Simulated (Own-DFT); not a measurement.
# Computed records: AlGa3N4 (wurtzite random alloy, strained, atoms displaced)

A calculation, not a measurement: plane-wave PBE density functional theory by an unreviewed code, no spin, of a simulated periodic cell, stress positive in tension, free energy of the whole cell less one offset for each atom, forces on such cells passed a denser k mesh, this cell's mesh not checked; offsets are fitted by least squares, one for each functional and potential file, so energies compare only between cells with the same atoms and settings and are not formation energies; the far tail of each file's local potential was reset to the Coulomb form; each entry is a single point on an unrelaxed cell, so the pressure reflects the starting lattice, mostly measured values, from which strain is counted, and rises with the displacements; printed positions are rounded, which can move forces by about a meV/angstrom; the program is a retired in-house code; no spin-orbit coupling. Program: Own-DFT development build.

## AlGa3N4 (wurtzite random alloy, strained, atoms displaced)

```
CELL_PARAMETERS angstrom
9.60430 0.00000 0.00000
-4.80220 8.31760 0.00000
0.00000 0.00000 10.26850
ATOMIC_POSITIONS crystal
Ga 0.10923 0.21909 0.99829
Ga 0.21463 0.10206 0.24344
N 0.10323 0.21208 0.18428
N 0.21789 0.09988 0.43754
Ga 0.10317 0.22855 0.49680
Ga 0.22646 0.11027 0.74320
N 0.11015 0.21598 0.69654
N 0.22547 0.11489 0.93706
Al 0.10681 0.54234 0.99514
Ga 0.21572 0.44207 0.24914
N 0.10460 0.55080 0.19020
N 0.22718 0.44126 0.43522
Ga 0.11688 0.56166 0.49384
Ga 0.22094 0.44521 0.74736
N 0.10483 0.55294 0.69069
N 0.22589 0.44246 0.94035
Al 0.12008 0.89741 0.99193
Ga 0.22830 0.78068 0.25123
N 0.11927 0.89320 0.19066
N 0.21784 0.78065 0.43429
Ga 0.11389 0.89053 0.49535
Ga 0.22516 0.77346 0.75831
N 0.11213 0.89474 0.69808
N 0.22023 0.77692 0.94164
Ga 0.43237 0.21834 0.99758
Al 0.56250 0.10427 0.25061
N 0.44507 0.22469 0.18758
N 0.55047 0.11132 0.44970
Ga 0.43812 0.20793 0.49869
Al 0.54691 0.10747 0.75191
N 0.44458 0.22260 0.69554
N 0.54953 0.10829 0.93191
Ga 0.44049 0.55993 0.99771
Al 0.55932 0.44294 0.24882
N 0.44881 0.56359 0.18988
N 0.55246 0.44092 0.43519
Ga 0.45231 0.56236 0.49073
Ga 0.55240 0.44278 0.75283
N 0.44999 0.56380 0.69171
N 0.55718 0.44454 0.92922
Ga 0.44827 0.89801 0.99793
Ga 0.55283 0.76836 0.25065
N 0.43596 0.88574 0.18909
N 0.54947 0.77760 0.44988
Ga 0.44234 0.88193 0.50354
Ga 0.55074 0.77169 0.75205
N 0.44509 0.87511 0.68405
N 0.55002 0.77524 0.94385
Al 0.78249 0.23329 0.99170
Ga 0.88732 0.10184 0.26259
N 0.77020 0.21112 0.19545
N 0.88311 0.11367 0.44043
Ga 0.76788 0.22099 0.50926
Ga 0.88448 0.10848 0.76018
N 0.77915 0.22998 0.68873
N 0.89186 0.11073 0.93737
Al 0.77113 0.55019 0.00070
Ga 0.88609 0.44147 0.25112
N 0.77021 0.55208 0.19437
N 0.89076 0.44936 0.44387
Ga 0.77610 0.55434 0.50386
Ga 0.89667 0.45542 0.75573
N 0.79016 0.56733 0.69414
N 0.89240 0.44852 0.94332
Ga 0.78163 0.89923 0.00156
Al 0.88028 0.77008 0.25467
N 0.78382 0.89287 0.19476
N 0.88859 0.78079 0.45034
Al 0.77293 0.88970 0.50184
Ga 0.89047 0.78519 0.75908
N 0.77687 0.89059 0.68593
N 0.88887 0.76243 0.93544
```

* functional: PBE
* potential files: PseudoDojo norm-conserving, scalar-relativistic, standard set
* wave cutoff: 42 hartree
* occupations: Fermi-Dirac
* smearing width: 0.1 eV
* k mesh: 4 x 4 x 3 centred on Gamma
* free energy of cell above offsets: 7.170 eV
* pressure: 3.78 GPa
* stress xx: -1.49 GPa
* stress yy: -3.58 GPa
* stress zz: -6.28 GPa
* stress yz: -0.07 GPa
* stress xz: 0.07 GPa
* stress xy: -0.4 GPa

Force:
```csv
element,x (eV/Å),y (eV/Å),z (eV/Å)
Ga,0.55,0.311,0.004
Ga,0.727,1.782,1.017
N,-0.104,0.933,0.913
N,-0.924,2.129,-0.264
Ga,1.515,-1.373,1.296
Ga,-0.717,0.472,0.723
N,-0.903,1.031,-1.151
N,-1.237,-1.527,-0.127
Al,0.161,1.9,1.279
Ga,0.735,-0.42,-0.807
N,0.358,0.321,-1.263
N,-0.801,0.97,0.488
Ga,-0.428,-0.702,0.733
Ga,0.618,-0.405,-0.189
N,1.569,0.745,-0.571
N,-1.66,0.01,-0.107
Al,-0.612,-1.477,1.048
Ga,-1.459,-0.861,-0.933
N,-1.624,-2.514,-1.657
N,1.418,-0.432,1.031
Ga,-0.981,-0.829,1.765
Ga,-0.734,0.525,-1.398
N,1.078,-1.38,-1.122
N,0.109,-0.723,0.987
Ga,1.786,1.337,0.62
Al,-2.238,0.149,0.454
N,0.907,-0.136,0.585
N,1.671,-1.503,-2.347
Ga,-1.862,1.972,0.569
Al,1.015,0.054,-1.295
N,1.069,-0.396,-1.096
N,1.208,1.481,0.498
Ga,1.391,-0.66,0.588
Al,-1.331,-0.707,0.175
N,0.496,-2.765,-0.191
N,0.389,-0.124,-0.067
Ga,0.07,-1.913,1.643
Ga,0.631,0.888,-2.134
N,-0.265,-2.179,-1.084
N,0.077,0.203,3.417
Ga,-0.253,-1.382,0.631
Ga,-0.469,2.361,0.396
N,2.266,1.346,0.216
N,1.996,0.986,-2.097
Ga,-1.5,0.876,-0.664
Ga,1.214,1.179,0.362
N,-1.72,2.155,1.937
N,0.666,1.461,-0.396
Al,-0.374,-1.87,1.286
Ga,-0.425,1.361,-2.017
N,0.514,0.82,-1.792
N,-0.141,-1.026,1.747
Ga,0.773,0.92,-1.255
Ga,0.034,0.207,-3.182
N,-0.616,-0.99,2.515
N,-1.608,1.06,1.773
Al,0.053,0.386,0.095
Ga,-0.212,-0.456,0.485
N,0.356,0.791,-1.274
N,0.194,-0.749,-0.545
Ga,-0.136,0.276,0.367
Ga,-1.289,-0.968,-0.96
N,-1.087,-1.115,-0.265
N,-0.29,-0.525,0.767
Ga,0.346,-2.133,0.403
Al,1.114,0.856,0.084
N,0.056,-1.84,-0.267
N,-1.225,0.018,-2.013
Al,0.734,0.123,0.382
Ga,-0.048,-0.114,-2.337
N,-0.303,0.109,0.494
N,-0.29,1.691,3.093
```
